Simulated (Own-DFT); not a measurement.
# How much smaller does PBEsol make it? diamond-structure SiGeSn with randomly placed atoms, 64 atoms (Ge52Si8Sn4)

The numbers are computed, not measured, by runs of the plane-wave DFT program Own-DFT (in-house, retired, unreviewed) at fixed positions, with no spin and no spin-orbit coupling.

Keep in mind: forces on such cells moved up to 12 meV/angstrom on a denser k mesh; stress not checked against mesh or cutoff.

Each geometry was run with PBE and with PBEsol, otherwise alike: PseudoDojo norm-conserving scalar-relativistic files made for PBE; cutoff 49 hartree; 3 x 3 x 3 k mesh centred on Gamma; Fermi-Dirac smearing of 0.1 eV. Unstrained cell vectors in Å: (11.363, 0.000, 0.000); (0.000, 11.363, 0.000); (0.000, 0.000, 11.363). Each has a uniform strain, of which the change of volume is shown, and random moves of rms u per axis. The random placing of the alloy's atoms differs from row to row.

```
run,volume change (%),u (Å),P with PBE (GPa),P with PBEsol (GPa)
1,-3.96,0.0469,8.11,5.04
2,1.00,0.0445,3.66,0.88
3,-5.42,0.0461,9.43,6.26
4,-1.00,0.0540,5.48,2.59
5,-1.00,0.0539,5.44,2.54
6,-2.48,0.0511,6.81,3.82
7,-4.45,0.0461,8.35,5.25
8,-4.94,0.0528,8.98,5.86
9,-5.42,0.0435,9.22,6.06
10,-3.47,0.0561,7.67,?
```

Asked: by how much does PBEsol shrink this cell, and what belongs in the blank?

## Worked answer

Write v for the change of volume as a fraction. Fitted to v and u², the PBE pressure has a slope of -88 ± 1 GPa in v, with the ions held to the strained lattice. The difference PBEsol less PBE is -2.84 + 5.9 v GPa (slope ± 0.1) and averages -3.02 GPa. Divided by the mean slope of the two, 85 GPa, that makes PBEsol's volume at a given pressure, near 6 GPa, about 3.5 % smaller, or 1.18 % in lengths. At one volume PBEsol's slope is the smaller by 6 GPa, but its pressure there is lower too. If stiffness rises by about 4 GPa for each GPa, PBEsol at equal pressure is stiffer by about 6 GPa. Files made for PBEsol would give a different shift.

For run 10 the line gives 4.63 GPa. The calculation gave 4.63 GPa.
